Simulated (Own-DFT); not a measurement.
AlGa₃N₄ (wurtzite random alloy, strained, atoms displaced) (calculated)

A calculation, not a measurement: plane-wave PBE density functional theory by an unreviewed code, no spin, of a simulated periodic cell, stress positive in tension, free energy of the whole cell less one offset for each atom, forces on such cells passed a denser k mesh, this cell's mesh not checked; offsets are fitted by least squares, one for each functional and potential file, so energies compare only between cells with the same atoms and settings and are not formation energies; the far tail of each file's local potential was reset to the Coulomb form; each entry is a single point on an unrelaxed cell, so the pressure reflects the starting lattice, mostly measured values, from which strain is counted, and rises with the displacements; printed positions are rounded, which can move forces by about a meV/angstrom; the program is a retired in-house code; no spin-orbit coupling. Program: Own-DFT development build.

Common to all runs: functional PBE; potential files PseudoDojo norm-conserving, scalar-relativistic, standard set with the stringent files for Ga; wave cutoff 96 hartree; occupations Gaussian; smearing width 0.01 eV; k mesh 4 x 4 x 3 centred on Gamma.

(1) AlGa₃N₄ (wurtzite random alloy, strained, atoms displaced)

```
cell vectors (Å)
   9.2240     0.0000     0.0000
  -4.6120     7.9882     0.0000
   0.0000     0.0000    10.2685
atoms (fractions of the cell vectors)
Ga  0.11059  0.22563  0.99633
Ga  0.21925  0.11531  0.25453
N   0.11793  0.21415  0.19248
N   0.22412  0.11096  0.42841
Ga  0.11989  0.23859  0.49684
Ga  0.22444  0.11081  0.75636
N   0.10427  0.21350  0.67917
N   0.22697  0.11323  0.93682
Al  0.10137  0.54699  0.99514
Ga  0.20871  0.43642  0.25458
N   0.11124  0.56108  0.18382
N   0.21824  0.43355  0.43482
Ga  0.11116  0.55781  0.49770
Ga  0.22868  0.45321  0.74051
N   0.10624  0.54442  0.68586
N   0.21928  0.44411  0.94153
Ga  0.12453  0.89712  0.99892
Ga  0.20909  0.77961  0.25595
N   0.11180  0.90060  0.19079
N   0.23032  0.77382  0.44190
Ga  0.11866  0.90178  0.50480
Al  0.21528  0.76837  0.75277
N   0.11386  0.88972  0.69191
N   0.22863  0.78603  0.94027
Al  0.44219  0.22300  0.99833
Ga  0.54915  0.10930  0.24479
N   0.44547  0.22536  0.18264
N   0.54286  0.11109  0.43940
Al  0.43602  0.21084  0.50139
Ga  0.55187  0.11203  0.74875
N   0.43966  0.22491  0.68719
N   0.55160  0.11284  0.94359
Ga  0.44543  0.55320  0.00353
Ga  0.54639  0.43613  0.26450
N   0.44440  0.55900  0.19123
N   0.56182  0.44764  0.43319
Ga  0.44873  0.56019  0.49355
Ga  0.54214  0.43464  0.74929
N   0.44505  0.56692  0.68861
N   0.56368  0.45043  0.93803
Ga  0.44478  0.88410  0.00259
Ga  0.55997  0.78556  0.24409
N   0.44419  0.88279  0.19649
N   0.55918  0.78471  0.43986
Ga  0.45298  0.88861  0.50154
Ga  0.55435  0.78702  0.75084
N   0.44728  0.89273  0.69029
N   0.55243  0.77994  0.93685
Al  0.76849  0.21326  0.99522
Ga  0.88396  0.10513  0.24126
N   0.77135  0.22364  0.19289
N   0.88838  0.11376  0.43620
Al  0.77176  0.21726  0.49767
Ga  0.87916  0.11075  0.75046
N   0.77618  0.22638  0.69400
N   0.89121  0.12351  0.94442
Ga  0.78547  0.55996  0.00243
Al  0.89244  0.44370  0.25449
N   0.77851  0.55379  0.18194
N   0.88401  0.44703  0.43705
Ga  0.77826  0.55173  0.50712
Al  0.88976  0.44047  0.75220
N   0.77112  0.54051  0.68533
N   0.88389  0.44718  0.94247
Al  0.78100  0.88109  0.99074
Ga  0.89712  0.78298  0.25146
N   0.77708  0.89310  0.18110
N   0.89497  0.77599  0.43673
Ga  0.78414  0.89172  0.50960
Ga  0.89181  0.78010  0.75084
N   0.77423  0.88164  0.68561
N   0.90037  0.77780  0.94139
```

| Quantity | Value |
| --- | --- |
| free energy of cell above offsets | -4.678 eV |
| pressure | 21.22 GPa |
| stress xx | -25.31 GPa |
| stress yy | -24.48 GPa |
| stress zz | -13.88 GPa |
| stress yz | 0.2 GPa |
| stress xz | -0.26 GPa |
| stress xy | 1.68 GPa |

Force:
```
element  x (eV/Å)  y (eV/Å)  z (eV/Å)
     Ga     1.113    -0.454     1.501
     Ga     3.324    -0.599    -0.887
      N    -4.222     2.182    -2.444
      N     0.161     1.224     3.153
     Ga     -0.33     -6.03     1.423
     Ga    -1.345     0.079    -0.953
      N     0.295     0.801     1.617
      N    -0.358     1.194     0.433
     Al     0.582     1.537     1.194
     Ga     1.009       1.3    -1.918
      N    -0.667    -1.252    -0.172
      N    -0.127     5.491    -0.543
     Ga    -0.214    -1.174     0.292
     Ga     0.154    -2.663     1.975
      N    -1.894     2.037     0.397
      N     -0.21     1.177    -1.367
     Ga    -1.003     -0.46     1.532
     Ga     1.897     0.013    -0.282
      N       1.2    -0.822    -1.464
      N    -1.474     1.238    -0.159
     Ga     0.323    -1.854     -0.22
     Al     0.582       0.9    -0.167
      N     0.992     -0.76    -0.224
      N     0.074    -3.025    -1.673
     Al     0.612     1.302     0.859
     Ga    -0.128     -0.06     1.008
      N    -0.747      -0.5    -0.609
      N     2.214     0.376     0.068
     Al      -0.7     2.109     0.003
     Ga    -0.289     0.391     1.201
      N     0.394    -1.619    -1.846
      N     0.004    -0.042    -0.857
     Ga     -0.18     0.134     0.411
     Ga     0.794     1.392    -4.765
      N    -0.237    -0.975     0.196
      N    -0.778    -1.653     4.212
     Ga     0.021    -0.054     0.651
     Ga     0.663     2.897     0.961
      N     1.415    -0.753    -1.325
      N    -0.881    -1.531    -0.479
     Ga    -0.463     1.027     1.388
     Ga     1.173    -1.661     1.731
      N    -2.796     0.988    -1.652
      N     1.855    -0.718    -1.009
     Ga    -1.479     0.755      0.37
     Ga     1.002     -1.02     0.743
      N    -2.342    -0.688    -0.361
      N      2.47    -0.147    -0.051
     Al    -0.686     2.116     1.901
     Ga    -0.011     1.577     1.368
      N     1.321     0.742     -1.69
      N    -0.426     0.139     0.193
     Al    -0.241     0.682    -0.084
     Ga     1.751    -0.059     0.279
      N    -0.282    -0.168    -2.047
      N    -0.078    -3.012    -1.298
     Ga    -1.439    -0.329     0.595
     Al    -1.371     0.365    -1.175
      N     0.322     0.016     2.582
      N     1.771    -1.896    -0.532
     Ga    -0.626     1.042    -1.008
     Al    -0.908     0.626      0.64
      N     0.334     1.146     1.952
      N     2.336    -2.166    -2.205
     Al    -0.887      1.13     1.295
     Ga    -1.963    -1.542     -0.31
      N     1.267    -1.548    -1.628
      N    -0.459     0.497     0.926
     Ga     0.227    -0.028    -2.872
     Ga     0.053    -1.714     0.332
      N    -0.025     0.962     2.094
      N    -1.437     1.391    -1.202
```

(2) AlGa₃N₄ (wurtzite random alloy, strained, atoms displaced)

```
cell vectors (Å)
   9.2240     0.0000     0.0000
  -4.6120     7.9882     0.0000
   0.0000     0.0000    10.2685
atoms (fractions of the cell vectors)
Ga  0.11617  0.22412  0.99451
Ga  0.21395  0.10569  0.24215
N   0.10829  0.21539  0.19988
N   0.22000  0.10666  0.43712
Ga  0.11100  0.23535  0.49625
Ga  0.22573  0.11283  0.74846
N   0.11370  0.21767  0.69341
N   0.21709  0.11411  0.93904
Ga  0.11233  0.56413  0.00718
Ga  0.23007  0.44538  0.24247
N   0.11223  0.55832  0.19551
N   0.22141  0.44166  0.44236
Al  0.10249  0.54553  0.50608
Ga  0.23039  0.45497  0.75413
N   0.11454  0.56026  0.68797
N   0.21119  0.43644  0.93389
Ga  0.12090  0.89093  0.99320
Ga  0.21788  0.77747  0.24805
N   0.11143  0.89229  0.18914
N   0.22669  0.78527  0.43817
Ga  0.10852  0.88368  0.49329
Ga  0.21517  0.77648  0.74250
N   0.12490  0.90551  0.68636
N   0.21949  0.78446  0.94186
Ga  0.45164  0.23033  0.00360
Ga  0.55743  0.11640  0.25482
N   0.44870  0.22207  0.18762
N   0.55992  0.10677  0.43499
Ga  0.45656  0.22736  0.50438
Al  0.55659  0.11039  0.74704
N   0.44236  0.21783  0.68953
N   0.56321  0.12190  0.94320
Ga  0.46548  0.56869  0.00228
Ga  0.55609  0.44817  0.25005
N   0.43825  0.55051  0.18108
N   0.54552  0.42719  0.43335
Ga  0.44407  0.55579  0.49587
Al  0.55851  0.44436  0.75103
N   0.44825  0.56447  0.68649
N   0.56360  0.45640  0.93812
Ga  0.44862  0.89382  0.00661
Al  0.56664  0.77339  0.25949
N   0.44666  0.89998  0.19058
N   0.55034  0.77464  0.44078
Al  0.45348  0.90562  0.50510
Al  0.56034  0.77593  0.75650
N   0.44197  0.88926  0.68751
N   0.55002  0.77283  0.93323
Ga  0.77488  0.22298  0.00278
Ga  0.89752  0.11335  0.25173
N   0.77335  0.21967  0.18712
N   0.88196  0.11434  0.44080
Ga  0.77024  0.21463  0.50038
Al  0.89379  0.12192  0.74992
N   0.77132  0.22859  0.69303
N   0.88451  0.10710  0.93419
Ga  0.78217  0.55099  0.00055
Al  0.88601  0.44180  0.25321
N   0.76996  0.55106  0.19047
N   0.88518  0.44826  0.44141
Ga  0.79156  0.56084  0.50258
Al  0.89111  0.44234  0.74963
N   0.78045  0.55915  0.69209
N   0.89110  0.44322  0.93528
Ga  0.78159  0.88531  0.00078
Ga  0.89583  0.77864  0.24947
N   0.77292  0.88040  0.18895
N   0.88678  0.77994  0.43212
Ga  0.78218  0.89651  0.49336
Ga  0.89033  0.78053  0.74890
N   0.77798  0.88967  0.68871
N   0.90109  0.78671  0.94113
```

| Property | Result |
| --- | --- |
| free energy of cell above offsets | -4.146 eV |
| pressure | 21.76 GPa |
| stress xx | -25.62 GPa |
| stress yy | -27.24 GPa |
| stress zz | -12.42 GPa |
| stress yz | 0.91 GPa |
| stress xz | 1.86 GPa |
| stress xy | 1.01 GPa |

Force:
```
element  x (eV/Å)  y (eV/Å)  z (eV/Å)
     Ga    -2.252    -0.534     1.443
     Ga     2.885     1.104      2.52
      N    -0.165     2.404    -2.952
      N    -0.175     1.275    -0.239
     Ga     1.833    -4.136     1.847
     Ga    -0.348     1.017     1.348
      N    -2.296     1.768    -1.221
      N      2.89    -0.056    -0.523
     Ga     0.728    -1.066     -0.65
     Ga    -2.099     -0.84     1.874
      N    -0.973    -1.722    -0.611
      N    -1.485     3.127    -1.778
     Al     1.027     2.061    -1.164
     Ga     0.122    -1.375     -0.64
      N    -1.313    -1.962    -0.881
      N      0.77     2.793     1.569
     Ga    -2.598      1.99     2.203
     Ga     1.234     1.301     1.394
      N     0.419    -1.413      -1.8
      N     1.681    -2.115     0.566
     Ga    -0.189      1.59     1.247
     Ga     0.755     1.321     1.447
      N    -1.374    -3.413    -0.987
      N     3.713    -1.664    -1.902
     Ga    -0.986    -0.406    -0.335
     Ga    -0.032     -0.46    -0.634
      N    -1.525     0.554    -0.062
      N      -1.2     0.599     0.704
     Ga    -1.846    -2.992     0.086
     Al    -0.886    -0.496     1.721
      N     1.855     1.964     0.504
      N    -1.247    -1.737    -2.651
     Ga    -2.666    -1.973    -0.301
     Ga    -0.533    -1.585     0.385
      N     1.654     2.471      1.25
      N     0.494      4.12     0.173
     Ga     0.772    -0.688      1.42
     Al    -0.751     0.209    -0.298
      N     1.665    -0.853     0.443
      N     0.644    -1.494    -1.731
     Ga    -0.169     0.159    -0.491
     Al    -2.899     0.326    -0.953
      N     1.639    -2.485     0.359
      N    -0.192     1.589    -1.032
     Al    -0.578    -3.667    -0.196
     Al    -0.866     1.035    -1.879
      N     1.682     0.591     0.215
      N     0.186     2.218     0.085
     Ga     1.962     0.114     0.112
     Ga    -2.974    -1.259     0.103
      N     1.538     1.521     0.996
      N     1.569     0.406    -1.079
     Ga    -0.057     2.138     1.357
     Al     0.047    -1.378     0.116
      N     1.721    -0.677    -0.719
      N    -0.023     0.452    -0.025
     Ga    -0.046     1.487     0.316
     Al    -0.079     0.002    -0.168
      N     2.576     0.427    -0.482
      N     2.782    -1.559    -1.559
     Ga    -3.574     0.415     0.675
     Al    -0.394     1.221     0.653
      N     0.475    -1.357    -0.265
      N     0.375      0.35    -0.747
     Ga    -0.838     0.744    -0.034
     Ga    -0.859    -0.735    -0.465
      N     0.108     0.836     0.081
      N    -0.068    -0.553     0.686
     Ga    -0.308    -1.538     1.971
     Ga      0.67     1.145     0.612
      N    -0.882     1.292    -0.173
      N    -0.726    -1.944    -0.854
```

(3) AlGa₃N₄ (wurtzite random alloy, strained, atoms displaced)

```
cell vectors (Å)
   9.2240     0.0000     0.0000
  -4.6120     7.9882     0.0000
   0.0000     0.0000    10.2685
atoms (fractions of the cell vectors)
Al  0.10428  0.21858  0.00290
Ga  0.22064  0.09972  0.25727
N   0.11405  0.22255  0.19560
N   0.23036  0.11595  0.44803
Ga  0.11029  0.22675  0.49581
Ga  0.21806  0.10239  0.74908
N   0.11153  0.22680  0.68532
N   0.22025  0.10912  0.93669
Ga  0.12002  0.56697  0.00544
Ga  0.22902  0.45641  0.24451
N   0.12009  0.56043  0.19185
N   0.22280  0.44372  0.44004
Ga  0.10986  0.55985  0.50470
Al  0.23030  0.45001  0.75266
N   0.12090  0.55948  0.68438
N   0.22394  0.44960  0.93687
Ga  0.11025  0.88368  0.99142
Ga  0.21997  0.78353  0.25471
N   0.12025  0.89095  0.18512
N   0.22512  0.78583  0.44117
Al  0.12364  0.89309  0.51028
Ga  0.21868  0.78477  0.74430
N   0.11099  0.88835  0.68748
N   0.21958  0.77219  0.93387
Ga  0.44088  0.23177  0.00866
Ga  0.55145  0.11223  0.24342
N   0.44383  0.22560  0.19210
N   0.54639  0.12362  0.44091
Al  0.44726  0.22652  0.50199
Al  0.55744  0.10532  0.74934
N   0.43189  0.22225  0.67720
N   0.55804  0.11526  0.93028
Ga  0.44969  0.55130  0.99868
Ga  0.54652  0.43901  0.23957
N   0.44543  0.55557  0.19064
N   0.55326  0.44904  0.44069
Ga  0.44318  0.55692  0.49531
Ga  0.54603  0.43437  0.74639
N   0.44728  0.56071  0.68829
N   0.54781  0.44531  0.94773
Al  0.44795  0.89525  0.00233
Ga  0.54475  0.77546  0.24988
N   0.43725  0.87313  0.18877
N   0.55242  0.78031  0.43538
Al  0.44942  0.88253  0.49836
Al  0.55198  0.78764  0.74785
N   0.43947  0.88582  0.69142
N   0.55924  0.78128  0.93468
Ga  0.77695  0.22546  0.99718
Ga  0.88374  0.10455  0.25006
N   0.77325  0.21867  0.18803
N   0.89443  0.09509  0.43180
Ga  0.78432  0.22252  0.50497
Ga  0.90394  0.12950  0.74963
N   0.77874  0.21826  0.68585
N   0.88463  0.11174  0.94630
Ga  0.77021  0.55473  0.00031
Ga  0.88988  0.43821  0.25209
N   0.77942  0.56006  0.17831
N   0.89284  0.44244  0.43561
Ga  0.78037  0.55593  0.49709
Ga  0.88825  0.43966  0.75632
N   0.76788  0.55437  0.69246
N   0.89559  0.46198  0.93430
Al  0.78254  0.89651  0.99949
Ga  0.89172  0.77688  0.24911
N   0.77834  0.89557  0.19019
N   0.88935  0.77561  0.43586
Ga  0.77117  0.88740  0.49648
Ga  0.88261  0.77284  0.75033
N   0.78292  0.89083  0.69268
N   0.88313  0.77208  0.93894
```

| Quantity | Value |
| --- | --- |
| free energy of cell above offsets | -4.687 eV |
| pressure | 21.37 GPa |
| stress xx | -25.47 GPa |
| stress yy | -25.75 GPa |
| stress zz | -12.88 GPa |
| stress yz | -0.14 GPa |
| stress xz | -0.05 GPa |
| stress xy | 1.74 GPa |

Force:
```
element  x (eV/Å)  y (eV/Å)  z (eV/Å)
     Al     0.846     0.956      0.49
     Ga    -1.122     1.818     0.951
      N     0.029     0.047    -1.844
      N    -0.305    -1.357    -0.766
     Ga     1.076    -0.839     0.702
     Ga    -0.897     1.953     0.389
      N      1.65     1.428     0.267
      N    -0.978     0.765     0.296
     Ga    -0.218     -1.85     0.009
     Ga     0.415    -2.685     2.009
      N    -2.353     0.282    -0.694
      N     -1.14     1.237    -1.343
     Ga     1.075    -0.178     -0.94
     Al    -0.288    -0.127    -0.455
      N    -0.768     -0.89     1.503
      N     0.048    -1.842    -0.031
     Ga    -0.465     0.193     1.202
     Ga     0.815    -1.145     0.744
      N    -1.629    -0.473    -1.177
      N      0.97    -0.097     0.365
     Al    -2.158     0.449    -1.795
     Ga      1.49    -2.092     1.635
      N    -1.649    -0.525    -0.734
      N     1.415     2.753     -0.25
     Ga     0.585    -2.284    -1.154
     Ga      0.62    -1.005     1.939
      N    -0.288    -2.029    -1.111
      N     3.751    -2.815    -0.795
     Al    -1.567     1.517    -0.362
     Al    -1.372     0.976    -0.787
      N     2.662     -1.31     1.699
      N    -1.139      -0.6     0.724
     Ga    -3.961     3.118     0.954
     Ga     1.805     2.275     3.017
      N     0.052      0.72    -1.464
      N     1.196      -1.2     -1.28
     Ga      0.06    -0.105     1.557
     Ga    -0.457     1.102     0.921
      N    -0.732      0.76     0.278
      N     2.899    -1.538    -2.988
     Al     0.146    -1.107    -0.941
     Ga     3.364    -0.177     0.405
      N    -1.984     3.218    -2.134
      N     0.021    -0.199    -0.145
     Al    -2.578     2.373     0.784
     Al     2.509     -1.57     0.999
      N     0.729     1.618    -2.006
      N    -0.441      0.85     0.423
     Ga    -0.209      1.29      0.66
     Ga     0.574     1.988     0.122
      N     0.163     0.253    -0.715
      N    -2.159      2.54     0.641
     Ga    -0.594    -0.937    -1.854
     Ga    -0.452    -2.994     1.345
      N    -1.647     0.188     0.856
      N     1.463     0.507    -1.245
     Ga     0.788     0.167    -0.624
     Ga    -0.582      1.08    -0.749
      N     0.388    -1.245     2.182
      N    -0.383    -0.131     0.359
     Ga    -0.716    -0.407     0.763
     Ga    -0.156     1.485    -1.597
      N      1.92    -1.072    -1.052
      N     0.611    -1.924     1.375
     Al    -0.409    -1.761     0.391
     Ga    -0.579     0.477     0.083
      N       0.1    -2.758    -2.005
      N     1.323     1.164     0.681
     Ga     1.695    -1.378     1.747
     Ga     0.102      0.29     0.583
      N    -2.228     0.856    -0.859
      N    -0.749     1.952    -0.154
```
